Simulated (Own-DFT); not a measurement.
Simulation results for Si₃N₄ (beta silicon nitride, strained, atoms displaced), SiC (4H silicon carbide, atoms displaced), SiC (4H silicon carbide, strained, atoms displaced)

All values are calculated (Own-DFT development build). A calculation, not a measurement: plane-wave PBE density functional theory by an unreviewed code, no spin, of a simulated periodic cell, stress positive in tension, free energy of the whole cell less one offset for each atom, forces on such cells passed a denser k mesh, this cell's mesh not checked; offsets are fitted by least squares, one for each functional and potential file, so energies compare only between cells with the same atoms and settings and are not formation energies; the far tail of each file's local potential was reset to the Coulomb form; each entry is a single point on an unrelaxed cell, so the pressure reflects the starting lattice, mostly measured values (interpolated for alloys), from which strain is counted, and rises with the displacements; printed positions are rounded, which can move forces by about a meV/angstrom; the program, named Own-DFT, is a retired in-house code; no spin-orbit coupling.

Common to all runs: functional PBE; potential files PseudoDojo norm-conserving, scalar-relativistic, standard set; wave cutoff 42 hartree; occupations Fermi-Dirac; smearing width 0.1 eV.

(1) Si₃N₄ (beta silicon nitride, strained, atoms displaced)

```
cell vectors (Å)
   7.5202    -0.0408     0.1426
  -3.7954     6.6205    -0.1841
   0.1637    -0.1495     8.6115
atoms (fractions of the cell vectors)
Si  0.16973  0.76746  0.07512
Si  0.24377  0.40503  0.07174
Si  0.59220  0.81292  0.08293
Si  0.82318  0.21999  0.25306
Si  0.75865  0.59861  0.25628
Si  0.41034  0.16632  0.25125
N   0.33896  0.03043  0.07894
N   0.96150  0.29593  0.07888
N   0.70082  0.66784  0.08872
N   0.66415  0.96417  0.25070
N   0.02314  0.69605  0.24662
N   0.30075  0.32905  0.24357
N   0.32665  0.66387  0.07461
N   0.66988  0.33529  0.24631
Si  0.17140  0.76478  0.41363
Si  0.22847  0.40023  0.40821
Si  0.59684  0.81856  0.41576
Si  0.82234  0.22393  0.58101
Si  0.75878  0.59702  0.58271
Si  0.41124  0.17409  0.57398
N   0.33680  0.02396  0.41386
N   0.95870  0.30487  0.42412
N   0.69688  0.65614  0.42389
N   0.67773  0.96612  0.57802
N   0.02716  0.69306  0.57650
N   0.31142  0.33877  0.57812
N   0.33850  0.66751  0.42297
N   0.67439  0.33709  0.58980
Si  0.17700  0.77208  0.74816
Si  0.23550  0.39356  0.75026
Si  0.59682  0.81942  0.75464
Si  0.83337  0.23326  0.90953
Si  0.77816  0.60534  0.91797
Si  0.40085  0.17968  0.91316
N   0.33936  0.03080  0.75114
N   0.95287  0.29623  0.74315
N   0.69209  0.65375  0.75041
N   0.66892  0.97312  0.93131
N   0.04325  0.70227  0.91469
N   0.29291  0.31365  0.92410
N   0.33238  0.66000  0.74303
N   0.67050  0.33734  0.90918
```

Here we set k mesh 3 x 3 x 3 centred on Gamma.

Results for Si₃N₄ (beta silicon nitride, strained, atoms displaced): free energy of cell above offsets -2.326 eV; pressure 13.87 GPa; stress xx -11.69 GPa; stress yy -6.57 GPa; stress zz -23.36 GPa; stress yz -6.51 GPa; stress xz 7.07 GPa; stress xy 0.9 GPa.

Force:
```csv
element,x (eV/Å),y (eV/Å),z (eV/Å)
Si,1.732,1.242,3.182
Si,-5.791,1.869,6.764
Si,-2.197,2.06,0.23
Si,-1.164,1.985,-1.372
Si,3.966,-3.233,-2.595
Si,-0.181,1.263,-1.41
N,-0.845,-0.74,-0.347
N,2.884,1.009,0.953
N,-0.377,0.125,-0.312
N,0.713,-0.957,0.935
N,0.4,0.853,0.014
N,0.892,-0.748,-0.741
N,1.845,-0.981,0.327
N,-0.33,-0.298,0.645
Si,0.906,-0.645,-0.986
Si,-1.299,1.528,2.238
Si,-0.801,0.381,-0.202
Si,-2.47,-0.215,1.164
Si,4.858,-3.222,0.305
Si,0.867,0.795,2.583
N,-0.59,-0.267,-0.761
N,3.658,0.802,-3.626
N,-3.568,2.441,-0.533
N,0.177,-0.58,2.352
N,-0.822,0.762,2.064
N,0.451,-1.563,-0.997
N,-0.984,-1.417,-1.111
N,-1.751,-0.685,-0.957
Si,1.279,-0.56,-2.352
Si,-2.864,1.729,-0.296
Si,-1.339,1.373,-0.275
Si,-3.45,-0.829,3.041
Si,1.329,-3.324,-0.805
Si,6.163,-2.219,1.458
N,-0.884,-0.239,-2.422
N,5.607,1.554,0.552
N,-1.716,2.255,2.882
N,0.835,-1.354,-2.936
N,-3.559,-0.985,-1.432
N,-1.12,0.822,-6.616
N,0.316,-0.481,0.757
N,-0.775,0.694,0.638
```

(2) SiC (4H silicon carbide, atoms displaced)

```
cell vectors (Å)
  12.3308     0.0000     0.0000
  -6.1654    10.6788     0.0000
   0.0000     0.0000    10.0681
atoms (fractions of the cell vectors)
Si  0.00290  0.00103  0.41393
Si  0.08157  0.16286  0.15835
C   0.00200  1.00000  0.09614
C   0.08498  0.16827  0.34269
Si  0.99928  0.24904  0.40441
Si  0.08662  0.41824  0.15598
C   0.99462  0.24831  0.09975
C   0.08359  0.41610  0.34331
Si  0.00085  0.49860  0.40972
Si  0.08337  0.66835  0.16032
C   0.00146  0.50567  0.09555
C   0.08484  0.67007  0.34241
Si  0.00027  0.74785  0.40083
Si  0.07384  0.90750  0.15953
C   0.99863  0.75081  0.09170
C   0.08421  0.91347  0.34486
Si  0.24888  0.99867  0.40603
Si  0.33945  0.16997  0.15850
C   0.25382  0.99725  0.09301
C   0.33437  0.16692  0.34622
Si  0.24845  0.25465  0.40220
Si  0.33237  0.41906  0.15909
C   0.24731  0.24813  0.09427
C   0.33705  0.41975  0.34611
Si  0.25201  0.49877  0.40055
Si  0.33450  0.67002  0.15530
C   0.25233  0.49492  0.09640
C   0.33169  0.66795  0.34085
Si  0.24796  0.74864  0.40407
Si  0.33812  0.91739  0.15636
C   0.25287  0.75310  0.09330
C   0.33087  0.91355  0.34223
Si  0.50368  0.00081  0.40942
Si  0.58355  0.17042  0.15708
C   0.50508  0.00495  0.09445
C   0.58101  0.16527  0.34187
Si  0.50365  0.25109  0.40983
Si  0.58815  0.41803  0.15259
C   0.49797  0.24703  0.09802
C   0.58215  0.41892  0.34356
Si  0.49271  0.49821  0.40693
Si  0.58309  0.66824  0.15291
C   0.50189  0.50048  0.09271
C   0.58298  0.66914  0.34157
Si  0.50045  0.75362  0.40453
Si  0.58636  0.91697  0.15624
C   0.49778  0.74793  0.09576
C   0.58156  0.91757  0.34103
Si  0.74657  0.99990  0.40274
Si  0.83177  0.16603  0.16019
C   0.74327  0.99580  0.08926
C   0.83629  0.17524  0.34251
Si  0.74720  0.24587  0.40777
Si  0.83411  0.41816  0.15239
C   0.74937  0.25017  0.09917
C   0.83344  0.41419  0.34584
Si  0.75059  0.50046  0.40664
Si  0.83072  0.66605  0.15381
C   0.74835  0.49600  0.09386
C   0.82893  0.66804  0.34500
Si  0.74515  0.74758  0.40996
Si  0.83236  0.91048  0.15688
C   0.75086  0.74929  0.09338
C   0.83615  0.91816  0.34559
Si  0.00107  0.00132  0.90973
Si  0.91870  0.82905  0.64997
C   0.00037  0.99856  0.59635
C   0.91474  0.83102  0.85143
Si  0.99780  0.75197  0.90763
Si  0.91756  0.58717  0.65761
C   0.00484  0.75109  0.59218
C   0.91553  0.58210  0.84219
Si  0.99337  0.49241  0.90874
Si  0.91495  0.33156  0.65671
C   0.00024  0.49816  0.59444
C   0.91727  0.33355  0.84380
Si  0.00320  0.25223  0.90427
Si  0.91843  0.08056  0.65787
C   0.99657  0.24954  0.59339
C   0.91666  0.08276  0.84534
Si  0.74974  0.00048  0.90493
Si  0.67080  0.83481  0.66158
C   0.74814  0.99698  0.59191
C   0.65826  0.82915  0.83953
Si  0.74823  0.74964  0.90751
Si  0.66378  0.58233  0.64951
C   0.74917  0.74794  0.59212
C   0.66668  0.58020  0.84096
Si  0.75195  0.50031  0.90619
Si  0.66347  0.33447  0.65297
C   0.74889  0.49963  0.59924
C   0.66866  0.33366  0.84465
Si  0.74958  0.24880  0.90763
Si  0.66544  0.08440  0.65836
C   0.75352  0.25238  0.59376
C   0.66768  0.08452  0.84616
Si  0.50045  0.99884  0.90339
Si  0.41759  0.83760  0.65342
C   0.50055  0.99962  0.59785
C   0.41724  0.83571  0.84174
Si  0.50160  0.75304  0.90719
Si  0.41712  0.58168  0.66113
C   0.50343  0.75179  0.59243
C   0.41516  0.58149  0.84905
Si  0.49790  0.49944  0.90840
Si  0.41103  0.32941  0.65288
C   0.50001  0.50291  0.59404
C   0.41605  0.33519  0.84583
Si  0.50317  0.24899  0.90806
Si  0.41406  0.08331  0.65664
C   0.50247  0.25055  0.59623
C   0.41967  0.08733  0.84299
Si  0.24826  0.99745  0.90254
Si  0.16999  0.83642  0.65329
C   0.25090  0.99902  0.59131
C   0.16844  0.83655  0.84957
Si  0.24963  0.75275  0.90001
Si  0.16889  0.58099  0.65690
C   0.24785  0.74941  0.59755
C   0.17054  0.58359  0.84137
Si  0.24822  0.49637  0.90774
Si  0.16439  0.32978  0.65764
C   0.25362  0.50315  0.59248
C   0.16064  0.33034  0.84348
Si  0.25048  0.25073  0.90431
Si  0.16716  0.08287  0.65664
C   0.25205  0.25176  0.60252
C   0.16338  0.08165  0.84581
```

Settings of this run: hardware one NVIDIA H200 and k mesh 3 x 3 x 3 centred on Gamma.

The calculation gives: free energy of cell above offsets -18.860 eV; pressure 3.74 GPa; stress xx -4.07 GPa; stress yy -2.98 GPa; stress zz -4.17 GPa; stress yz -0.15 GPa; stress xz 0.08 GPa; stress xy -0.35 GPa; wall time 522.3 s.

Force:
```csv
element,x (eV/Å),y (eV/Å),z (eV/Å)
Si,-0.211,-0.357,-1.807
Si,-0.204,0.826,-0.571
C,-0.751,-0.701,-0.03
C,-0.335,-0.554,1.02
Si,0.008,0.495,0.349
Si,-0.899,-0.454,0.214
C,1.299,0.28,-1.346
C,0.39,0.225,0.227
Si,-0.376,0.151,-0.705
Si,0.472,0.611,-1.45
C,0.615,-1.079,-0.337
C,-0.03,-1.48,0.649
Si,-0.918,0.166,1.007
Si,1.947,2.559,-0.548
C,-0.066,-1.394,0.706
C,-0.984,0.504,0.414
Si,0.654,0.218,-0.857
Si,-1.83,-1.77,-0.212
C,-1.375,0.479,0.236
C,-0.367,0.429,0.411
Si,1.467,-1.038,1.094
Si,2.009,-1.359,-0.573
C,0.507,0.554,0.21
C,-1.369,-0.978,-0.875
Si,-1.078,0.971,1.276
Si,-0.35,-0.893,-0.203
C,-1.823,1.654,-0.66
C,0.546,-0.308,0.527
Si,0.329,0.481,0.758
Si,-0.449,0.334,-0.328
C,-0.322,-0.788,-0.571
C,0.727,0.808,0.987
Si,-1.576,-0.293,-0.656
Si,0.648,-0.934,-0.049
C,0.039,-0.798,-0.39
C,0.52,0.136,1.136
Si,-0.901,0.139,-0.81
Si,-1.641,-0.685,1.088
C,0.764,1.595,-1.175
C,0.359,-0.323,0.255
Si,2.475,1.627,0.107
Si,0.34,-0.63,0.72
C,-0.246,-0.102,0.574
C,-0.417,-0.563,0.211
Si,0.114,-0.875,0.367
Si,-1.641,-0.169,-0.437
C,0.378,0.943,-0.733
C,0.573,0.202,0.437
Si,1.132,0.431,0.443
Si,-0.432,-0.303,-1.019
C,2.118,0.671,0.986
C,0.239,-2.35,0.679
Si,-0.331,1.292,-0.306
Si,0.495,-0.489,1.596
C,0.146,0.263,-1.191
C,-0.417,0.577,-0.306
Si,-0.138,-0.252,0.122
Si,0.514,-0.55,0.662
C,0.445,1.351,-0.579
C,1.199,-0.303,-0.346
Si,0.156,0.905,-1.083
Si,-0.533,1.707,0.098
C,-0.741,-0.338,-0.312
C,-0.499,-0.237,0.112
Si,-0.251,-0.656,-0.197
Si,-0.839,0.287,1.589
C,0.396,0.003,0.089
C,-0.438,0.904,-1.778
Si,1.129,-0.797,-0.348
Si,0.634,-1.094,-0.336
C,-0.417,-0.254,-0.433
C,0.467,0.575,0.905
Si,0.935,2.496,-0.602
Si,0.207,0.721,-0.035
C,-0.197,0.526,0.359
C,-0.175,-0.996,0.227
Si,-1.51,-1.202,1.382
Si,-1.326,0.434,-0.348
C,1.155,-0.592,-0.074
C,0.032,0.001,0.054
Si,-0.107,-0.408,-0.188
Si,-0.997,-0.602,-2.234
C,0.218,0.882,0.437
C,2.049,1.2,1.798
Si,-0.109,-0.716,-0.83
Si,0.57,-0.03,1.601
C,0.293,0.502,0.755
C,-0.727,0.64,0.492
Si,-0.608,-0.203,-0.539
Si,1.672,-0.022,1.34
C,0.153,0.531,-1.526
C,-0.123,-0.16,-0.084
Si,0.003,0.247,0.345
Si,0.973,0.06,-0.103
C,-1.36,-0.835,0.099
C,0.031,-0.207,-0.465
Si,-0.373,0.712,0.898
Si,0.739,-1.68,0.434
C,-0.512,1.022,-0.945
C,0.108,-0.354,0.135
Si,-1.394,-1.228,-0.006
Si,-0.512,1.069,-0.552
C,-0.483,-0.134,0.402
C,-0.095,0.485,-0.34
Si,0.846,0.182,-0.574
Si,1.948,1.837,1.492
C,-0.207,-1.382,-0.402
C,0.586,-0.721,-0.449
Si,-1.005,0.689,-0.072
Si,0.965,0.254,0.067
C,-1.281,-0.447,-0.6
C,-0.324,-1.104,-0.067
Si,0.388,1.562,1.694
Si,-0.187,-0.774,1.165
C,-0.523,0.628,0.368
C,-0.863,-1.07,-1.945
Si,0.747,-0.774,1.279
Si,-0.652,0.286,-0.234
C,0.661,0.082,-1.077
C,-1.027,-0.463,1.165
Si,-0.021,0.589,-0.115
Si,-0.619,1.244,-0.455
C,0.143,-1.272,-0.24
C,1.611,0.702,0.064
Si,-0.181,-0.382,0.724
Si,0.082,-0.131,0.477
C,-1.408,-1.218,-2.342
C,0.74,0.319,-0.514
```

(3) SiC (4H silicon carbide, strained, atoms displaced)

```
cell vectors (Å)
   9.1898     0.0009    -0.1800
  -4.5942     8.0473    -0.0318
  -0.1960    -0.1532    10.1144
atoms (fractions of the cell vectors)
Si  0.00545  0.00188  0.40691
Si  0.11190  0.22495  0.15538
C   0.99967  0.99329  0.09738
C   0.10486  0.20493  0.34764
Si  0.01214  0.33499  0.40432
Si  0.12077  0.56163  0.15504
C   0.00614  0.33527  0.08904
C   0.11153  0.55798  0.34882
Si  0.00141  0.66792  0.40812
Si  0.11666  0.89455  0.16258
C   0.98907  0.65832  0.09332
C   0.12758  0.90151  0.34251
Si  0.34108  0.00498  0.41182
Si  0.43857  0.21889  0.15105
C   0.33694  0.00772  0.09770
C   0.43974  0.21933  0.34914
Si  0.33541  0.33545  0.40183
Si  0.44132  0.56444  0.16254
C   0.34459  0.33706  0.09573
C   0.45153  0.55895  0.34805
Si  0.34197  0.67243  0.40484
Si  0.44707  0.88991  0.15045
C   0.33067  0.66997  0.10167
C   0.44530  0.89101  0.35045
Si  0.66715  0.00390  0.40930
Si  0.78461  0.22113  0.16198
C   0.65903  0.00615  0.09824
C   0.76389  0.21334  0.34204
Si  0.66987  0.33148  0.40919
Si  0.77566  0.55193  0.15842
C   0.66200  0.33218  0.08903
C   0.78510  0.55635  0.34494
Si  0.67153  0.66819  0.40047
Si  0.77729  0.88714  0.15542
C   0.66905  0.66045  0.09544
C   0.76495  0.88183  0.34403
Si  0.99559  0.99391  0.90634
Si  0.88809  0.77671  0.64631
C   0.99665  0.99091  0.59717
C   0.88651  0.77177  0.84284
Si  0.01010  0.66981  0.90216
Si  0.89103  0.43733  0.64548
C   0.00679  0.66935  0.59226
C   0.89325  0.44564  0.83509
Si  0.00214  0.33156  0.90532
Si  0.88753  0.11204  0.65146
C   0.00120  0.32838  0.58554
C   0.89129  0.11530  0.84518
Si  0.67006  0.99816  0.90885
Si  0.55368  0.77230  0.65621
C   0.67659  0.00643  0.59523
C   0.55701  0.77858  0.84920
Si  0.65683  0.66026  0.90614
Si  0.55073  0.44206  0.66070
C   0.66694  0.66545  0.60116
C   0.56043  0.44880  0.83657
Si  0.66240  0.32918  0.91447
Si  0.55484  0.10893  0.65610
C   0.66705  0.34237  0.59842
C   0.54787  0.11069  0.84766
Si  0.33996  0.00051  0.90796
Si  0.22001  0.77370  0.65708
C   0.33096  0.00156  0.59063
C   0.22928  0.78685  0.84307
Si  0.33847  0.66915  0.90815
Si  0.22797  0.45132  0.65533
C   0.32543  0.65964  0.59060
C   0.22921  0.44920  0.84310
Si  0.33239  0.33626  0.90866
Si  0.22281  0.10286  0.65547
C   0.32313  0.32955  0.59120
C   0.22135  0.11602  0.84248
```

Here we set hardware one NVIDIA H100 and k mesh 4 x 4 x 3 centred on Gamma.

Q: Give the missing pressure for SiC (4H silicon carbide, strained, atoms displaced) (entry 3).
A: 4.06 GPa

Q: What stress xx does the calculation give for SiC (4H silicon carbide, strained, atoms displaced) (entry 3)?
A: -6.55 GPa

Q: Estimate the stress yy of SiC (4H silicon carbide, strained, atoms displaced) (entry 3).
A: -3.07 GPa

Q: Give the table of force values for SiC (4H silicon carbide, strained, atoms displaced) (entry 3).
A: 
Force:
```csv
element,x (eV/Å),y (eV/Å),z (eV/Å)
Si,-0.535,-2.643,0.633
Si,1.258,-1.288,0.147
C,-1.062,1.447,-0.751
C,-0.446,3.955,-1.892
Si,-1.529,-0.639,-0.436
Si,-3.046,-1.191,1.086
C,-0.515,0.127,1.383
C,1.238,-0.587,-1.37
Si,1.149,1.311,-0.457
Si,0.182,-1.468,-1.366
C,2.104,1.524,-0.083
C,-1.793,-2.161,1.229
Si,-0.128,-0.027,-1.051
Si,1.946,1.303,2.287
C,0.005,-2.551,-1.29
C,1.044,1.005,-1.282
Si,-0.066,-0.62,1.327
Si,2.712,-1.34,-0.609
C,-3.066,0.833,-0.12
C,-1.516,-0.88,-0.73
Si,-0.889,-0.422,0.56
Si,-1.428,1.096,2.607
C,1.067,0.472,-2.132
C,0.139,-0.217,-1.147
Si,0.399,-1.014,-0.313
Si,-1.589,1.102,-1.35
C,2.888,-1.112,-1.4
C,2.272,1.518,0.723
Si,-1.507,0.605,-0.023
Si,0.579,-0.398,-0.396
C,0.854,-0.335,2.727
C,-1.195,-0.674,-0.019
Si,0.427,-0.289,1.969
Si,-0.236,-0.139,0.303
C,-2.366,1.061,-0.222
C,1.696,1.443,-0.172
Si,0.719,0.182,-0.263
Si,0.711,-0.732,2.776
C,-0.28,1.457,-1.376
C,-0.266,0.54,-0.323
Si,-1.769,-0.859,0.486
Si,-0.48,1.344,1.691
C,-1.303,-1.156,-0.299
C,0.196,-0.58,1.181
Si,-0.448,1.304,-0.908
Si,2.456,0.43,1.563
C,-0.001,0.348,1.009
C,-0.095,-1.195,-0.386
Si,-0.919,1.368,-0.112
Si,-0.008,0.97,0.209
C,-2.634,-1.891,-0.241
C,-0.538,0.057,-0.706
Si,2.603,0.67,0.257
Si,-0.162,0.403,-1.852
C,-0.792,-0.671,-2.182
C,-0.932,-1.597,2.902
Si,0.779,1.417,-3.286
Si,-0.059,1.145,0.679
C,0.65,-1.995,-1.27
C,2.264,-0.044,-0.92
Si,-2.293,0.964,0.319
Si,0.8,1.337,-0.312
C,1.516,-1.192,1.195
C,0.543,-1.439,0.364
Si,-0.748,0.046,-0.091
Si,-0.257,-1.893,0.117
C,0.978,1.77,0.442
C,-1.039,0.05,0.391
Si,1.42,-0.192,-0.84
Si,-1.612,1.731,0.592
C,1.347,0.109,0.056
C,0.609,-1.009,0.769
```

Further results for SiC (4H silicon carbide, strained, atoms displaced) (entry 3):

```
free energy of cell above offsets : -6.867 eV
stress zz                         : -2.57 GPa
stress yz                         : -4.94 GPa
stress xz                         : -5.99 GPa
stress xy                         : -0.02 GPa
wall time                         : 343.7 s
```
